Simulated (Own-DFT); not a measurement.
Al₃GaN₄ (wurtzite random alloy, atoms displaced) (calculated)

Computed with Own-DFT development build. A calculation, not a measurement: plane-wave density functional theory by an unreviewed code, no spin, of a simulated periodic cell, stress positive in tension, run twice, with PBE and with PBEsol, both on files made for PBE, so the change isn't that of files made for PBEsol, forces on such cells passed a denser k mesh, this cell's mesh not checked; the far tail of each file's local potential was reset to the Coulomb form; each entry is a single point on an unrelaxed cell, so the pressure reflects the starting lattice, mostly measured values (interpolated for alloys), from which strain is counted, and rises with the displacements; printed positions are rounded, which can move forces by about a meV/angstrom; the program, named Own-DFT, is a retired in-house code; no spin-orbit coupling; stress was not checked against mesh or cutoff.

Al₃GaN₄ (wurtzite random alloy, atoms displaced)

```
Al3GaN4
1.0
      9.3938     0.0000     0.0000
     -4.6969     8.1352     0.0000
      0.0000     0.0000    10.0655
Al Ga N Al N Al Ga N Al N Al N Ga Al N Al N Al Ga N Ga Al N Al N Al N Al N Al N Ga Al N Al Ga N Al N Ga Al N Ga Al N
1 1 2 2 2 1 1 2 2 2 2 2 1 1 2 2 2 1 1 2 1 1 2 2 2 2 2 2 2 2 2 1 1 2 1 1 2 2 2 1 1 2 1 1 2
Direct
  0.10947 0.23663 0.99973
  0.23013 0.10935 0.25469
  0.11058 0.22503 0.19724
  0.22363 0.12356 0.44761
  0.11637 0.22688 0.49520
  0.22552 0.11379 0.74653
  0.09511 0.21611 0.68767
  0.22069 0.10774 0.94601
  0.11901 0.55125 0.00895
  0.20851 0.43437 0.25239
  0.10382 0.55311 0.20180
  0.22643 0.44541 0.44352
  0.10966 0.55487 0.49255
  0.23232 0.45497 0.73887
  0.13536 0.56269 0.68609
  0.23300 0.46905 0.95111
  0.11017 0.89510 0.99987
  0.21471 0.78480 0.25194
  0.10497 0.87335 0.18870
  0.22728 0.77104 0.44059
  0.12476 0.88408 0.49621
  0.23926 0.78237 0.74130
  0.12795 0.89817 0.69345
  0.21430 0.77205 0.92645
  0.44070 0.22074 0.00691
  0.54820 0.11840 0.23690
  0.45077 0.23065 0.20343
  0.55788 0.10993 0.44230
  0.44557 0.23310 0.50961
  0.55094 0.09718 0.75308
  0.44135 0.20696 0.70664
  0.53847 0.09262 0.93513
  0.44140 0.54312 0.99589
  0.56494 0.45446 0.24987
  0.42894 0.56002 0.17615
  0.54547 0.44633 0.43226
  0.44287 0.56096 0.50785
  0.55515 0.44661 0.75223
  0.43271 0.54237 0.67641
  0.55742 0.44470 0.94977
  0.44480 0.88513 0.00827
  0.55793 0.77907 0.25622
  0.42835 0.86406 0.19019
  0.55453 0.78239 0.41657
  0.44131 0.89021 0.49563
  0.56732 0.78678 0.75096
  0.44377 0.87544 0.70938
  0.54871 0.77601 0.94147
  0.77215 0.23338 0.99235
  0.87959 0.10371 0.25289
  0.78461 0.22002 0.20511
  0.89845 0.10938 0.44304
  0.77386 0.22029 0.49269
  0.87205 0.09629 0.75366
  0.78350 0.23837 0.69321
  0.88236 0.10886 0.93513
  0.79921 0.54939 0.00760
  0.89020 0.44337 0.26762
  0.78957 0.55572 0.19795
  0.88391 0.44016 0.42359
  0.79402 0.56115 0.49550
  0.88488 0.43091 0.75761
  0.78852 0.55619 0.69641
  0.90223 0.44905 0.94816
  0.76659 0.88061 0.98145
  0.91672 0.79767 0.25630
  0.77293 0.89823 0.19929
  0.89294 0.77992 0.44106
  0.77905 0.89009 0.51724
  0.89168 0.78045 0.74316
  0.80567 0.89501 0.68916
  0.89521 0.78750 0.94349
```

```
functional                                        : PBE, then PBEsol
potential files                                   : PseudoDojo norm-conserving, scalar-relativistic, standard set
wave cutoff                                       : 42 hartree
occupations                                       : Fermi-Dirac
smearing width                                    : 0.1 eV
k mesh                                            : 4 x 4 x 3 centred on Gamma
PBE pressure                                      : 10.44 GPa
PBE stress xx                                     : -11.01 GPa
PBE stress yy                                     : -8.16 GPa
PBE stress zz                                     : -12.16 GPa
PBE stress yz                                     : 0.07 GPa
PBE stress xz                                     : 0.75 GPa
PBE stress xy                                     : 1.23 GPa
PBEsol pressure                                   : 7.3 GPa
PBEsol stress xx                                  : -7.91 GPa
PBEsol stress yy                                  : -5.08 GPa
PBEsol stress zz                                  : -8.89 GPa
PBEsol stress yz                                  : 0.1 GPa
PBEsol stress xz                                  : 0.76 GPa
PBEsol stress xy                                  : 1.24 GPa
rms change of force components from PBE to PBEsol : 0.083 eV/Å
```

Force:
```
force element  PBE force x (eV/Å)  PBE force y (eV/Å)  PBE force z (eV/Å)  PBEsol force x (eV/Å)  PBEsol force y (eV/Å)  PBEsol force z (eV/Å)
           Al               0.773              -1.352                0.13                  0.785                 -1.343                  0.128
           Ga              -1.981               0.612               0.017                 -1.939                  0.639                  0.035
            N              -0.267              -3.141              -1.922                 -0.158                 -2.982                 -1.786
            N               2.454              -1.574              -0.436                  2.472                 -1.724                 -0.561
           Al              -1.552               0.155               1.623                 -1.564                  0.165                  1.612
           Al              -1.902              -0.305                1.23                 -1.922                 -0.293                  1.237
            N               1.722               0.979               0.838                  1.693                  0.968                  0.825
            N              -0.823               2.175              -0.186                 -0.828                  2.174                 -0.205
           Al              -2.562               3.394               0.815                 -2.585                    3.4                  0.842
           Ga               1.386               2.687               0.434                  1.362                  2.628                  0.422
            N               0.397               1.661              -1.534                  0.384                  1.476                 -1.393
            N              -0.838               0.361               0.493                 -0.828                  0.366                  0.331
           Al               0.978              -1.318               1.163                  0.938                 -1.336                   1.14
           Al              -1.521              -3.179               2.071                 -1.495                 -3.203                  2.115
            N              -3.762               0.026              -1.231                 -3.763                  0.039                 -1.237
            N               0.019              -4.815              -3.765                  0.273                 -4.691                 -3.706
           Al               1.318              -1.432              -1.061                  1.329                  -1.42                 -1.034
           Al               3.578              -2.968              -0.156                  3.567                 -2.951                 -0.116
            N               1.402               3.693              -1.365                  1.419                  3.822                 -1.369
            N              -0.095               0.333              -0.888                 -0.257                  0.418                 -0.834
           Ga              -2.299               1.852               1.946                 -2.264                  1.817                  1.923
           Al              -4.254               -2.15               2.256                 -4.282                 -2.138                  2.218
            N                -0.6              -1.522              -0.696                 -0.593                 -1.529                 -0.822
            N               0.262               0.455               2.731                  0.259                  0.448                  2.707
           Al              -0.165               -0.25              -0.888                 -0.172                 -0.251                 -0.877
           Al                3.93              -2.327               2.195                   3.94                 -2.357                  2.212
            N              -0.561               0.582              -2.664                 -0.754                  0.518                 -2.591
            N              -2.903              -0.475              -0.481                 -2.717                 -0.346                 -0.451
           Al               0.768              -0.674              -0.589                  0.798                 -0.681                  -0.58
           Ga                0.54               1.385              -0.752                  0.487                  1.354                 -0.709
            N              -0.933               3.388              -2.468                 -0.734                  3.268                 -2.385
            N               0.747                2.73               3.661                  0.741                  2.715                  3.424
           Ga               0.437               2.476               1.102                  0.397                  2.435                  1.117
           Al              -1.356               1.038              -0.707                 -1.372                  1.036                 -0.731
            N               2.756              -0.069               3.552                  2.607                 -0.153                  3.385
            N               1.593               0.661               2.273                  1.574                  0.663                  2.261
           Al               0.401               0.208              -5.401                  0.413                  0.248                 -5.424
           Al                1.11              -0.857               0.344                  1.105                 -0.848                  0.344
            N               3.479               2.185               4.142                  3.465                  2.185                  4.154
            N                3.01              -1.194              -1.801                  2.827                 -1.072                 -1.716
           Al              -1.576              -1.615              -1.147                 -1.573                 -1.621                 -1.157
           Al              -0.056              -1.085              -7.216                 -0.057                 -1.093                 -7.281
            N              -0.847               3.248               0.276                 -0.825                  3.206                  0.311
            N              -0.348              -0.464               10.42                 -0.254                 -0.406                  10.48
           Al               1.888              -0.056              -0.034                  1.893                 -0.044                  0.016
           Al               0.291              -2.172               0.857                  0.359                 -2.178                  0.831
            N               2.883               1.653              -4.549                  2.874                   1.85                  -4.47
            N              -0.056              -0.427              -2.198                  0.109                 -0.485                 -2.082
           Al               1.318              -2.857               1.774                    1.3                 -2.867                  1.772
           Al               1.471               0.916               0.593                  1.491                   0.95                  0.613
            N              -2.892              -0.236              -2.808                 -2.889                 -0.051                 -2.739
            N              -1.131                0.32              -0.243                  -1.26                   0.22                 -0.145
           Ga               1.685              -0.019               0.952                   1.63                 -0.023                  0.914
           Al               1.371               4.186              -0.661                  1.323                  4.158                 -0.692
            N               0.412              -4.879              -0.858                  0.301                 -4.996                 -0.969
            N              -0.541               1.756               0.628                 -0.544                  1.579                  0.694
           Al              -3.571               2.688               0.692                 -3.591                  2.698                  0.679
           Ga               0.206              -0.549              -11.79                   0.21                 -0.545                 -11.54
            N              -1.978               1.384              -1.144                 -1.788                  1.307                 -1.045
            N               0.449               1.247               13.71                   0.47                  1.068                  13.32
           Al              -2.079              -0.807               0.543                 -2.085                 -0.825                  0.553
           Al               1.263                4.91                0.35                  1.275                  4.955                  0.369
            N              -1.076              -0.261              -1.024                 -1.064                 -0.275                 -1.017
            N               0.276              -1.376              -1.608                  0.329                 -1.358                 -1.609
           Ga               1.051               1.052               3.697                  1.032                  1.031                  3.619
           Al              -6.254              -2.889                0.13                 -6.275                 -2.876                  0.139
            N               2.139              -2.325              -1.482                  2.136                 -2.354                 -1.569
            N               0.738               -0.35               0.262                   0.73                  -0.19                  0.366
           Ga              -0.281               0.096              -6.033                 -0.225                  0.133                 -5.905
           Al               4.428              -1.259               2.351                  4.434                 -1.265                  2.336
            N               -4.46              -0.988               2.838                 -4.474                 -0.976                   2.57
            N               0.592              -2.274              -1.312                  0.402                 -2.189                 -1.271
```
